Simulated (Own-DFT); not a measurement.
# A layer strained by its substrate: grey tin, 32 atoms (Sn32)

No measurement is shown. These are fixed-geometry runs of a retired plane-wave code named Own-DFT, which no person has reviewed; spin and spin-orbit coupling are neglected.

All runs used: PBE; PseudoDojo norm-conserving scalar-relativistic files; cutoff 42 hartree; 3 x 3 x 5 k mesh centred on Gamma; cold (Marzari-Vanderbilt) smearing of 0.2 eV.

Known weak points: forces on such cells failed a check on a denser k mesh; stress not checked against mesh or cutoff.

Unstrained cell vectors in Å: (12.978, 0.000, 0.000); (0.000, 12.978, 0.000); (0.000, 0.000, 6.489). The unstrained cell has measured lattice constants (interpolated for alloys), not those of this functional. That, the random moves and any unrelaxed bonds set the pressure at no strain. Each run strains x and y alike by e, as a substrate would, and holds the height along z. Random moves of width 0.05 Å per axis were added to every atom. Stress is positive in tension.

| e (%) | u (Å) | (s_xx + s_yy)/2 (GPa) | s_zz (GPa) |
|---|---|---|---|
| -2.50 | 0.047 | -6.79 | -6.02 |
| -1.50 | 0.047 | -5.39 | -5.06 |
| -0.50 | 0.044 | -4.12 | -3.96 |
| 0.25 | 0.051 | -3.33 | -3.41 |
| 0.75 | 0.052 | ? | ? |
| 1.25 | 0.047 | -2.20 | -2.52 |
| 1.75 | 0.059 | -1.88 | -2.44 |
| 2.25 | 0.051 | -1.23 | -1.86 |
| 2.50 | 0.052 | -1.13 | -1.81 |
| 3.00 | 0.048 | -0.61 | -1.42 |

## What the rows give

With e as a fraction, the in-plane stress is -3.6 + 114 e - 540 e² GPa (errors 1 and 87, scatter 0.07), and s_zz is -3.6 + 85 e - 463 e² GPa (slope ± 2, scatter 0.10). At e = 0 the first slope is C11 + C12 and the second 2 C12, both with the ions held to the strained lattice and at the cell's own pressure. The term in e² is negative: the layer stiffens under compression and softens under tension. A free layer would change its height as e changes, and the in-plane slope would drop by 2 C12²/C11 to the biaxial modulus. At fixed height, a misfit of 1 % moves the in-plane stress by about 1.1 GPa and s_zz by 0.9 GPa.

## Check

Q: what are the two stresses at e = 0.75 %?

From the fit: -2.8 and -3.0 GPa. The calculation gave -2.89 and -2.95 GPa.
